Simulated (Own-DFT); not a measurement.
# Energy and forces against displacement in 3C SiC, 64 atoms (C32Si32)

Calculated results; nothing here was measured. They come from Own-DFT, an in-house plane-wave density functional program, since retired, whose code no person has reviewed. Each row is one single-point run on a periodic cell that was not relaxed, without spin or spin-orbit coupling.

Settings of every run: PBE; PseudoDojo norm-conserving scalar-relativistic files; cutoff 42 hartree; 4 x 4 x 4 k mesh centred on Gamma; Fermi-Dirac smearing of 0.1 eV.

Known limits, some of them of some rows only: some atoms lie very close together; forces on such cells passed a denser k mesh, each cell not checked; stress not checked against mesh or cutoff.

Cell vectors in Å: (8.719, 0.000, 0.000); (0.000, 8.719, 0.000); (0.000, 0.000, 8.719). In each run every atom was moved at random and independently from its ideal site; u is the rms move along one axis. E is the free energy for each atom above the fitted value at u = 0, and F the rms of the force components.

```
run   u (Å)  E (meV/atom)  F (eV/Å)  largest force (eV/Å)  P (GPa)
  1  0.0298          33.0     0.910                  3.17     3.92
  2  0.0314             ?         ?                     ?        ?
  3  0.0589         144.8     1.945                  9.46     7.00
  4  0.0632         146.6     1.885                  7.44     6.41
  5  0.0928         315.3     2.918                 15.49    10.89
  6  0.1087         447.0     3.336                 13.41    13.34
  7  0.1452         761.1     4.776                 20.17    21.59
```

## Worked fit

For small independent moves the energy grows as E = (3/2) K u², with K the mean stiffness felt by one atom. The runs with u up to 0.11 Å give K = 25.3 ± 1.0 eV/Å², with residuals divided by u² + 0.0006 Å², since the noise grows with the moves. The scatter is 6.6 meV/atom at u = 0.05 Å. The forces follow F = G u with G = 31.1 eV/Å²; no force at u = 0 is resolved. G exceeds K because the moves of its neighbours add to the force on an atom, and stiffness differs between atoms. At u = 0.145 Å the parabola gives 801 meV/atom and the run 761. The pressure follows P = 3.40 + 852 u² GPa: at fixed volume, shortened bonds push harder than stretched ones pull.

## Withheld run

Question: what energy and rms force should run 2 give?

The fit gives 37 ± 4 meV/atom and about 0.98 eV/Å. The calculation gave 30.6 meV/atom and 0.838 eV/Å.
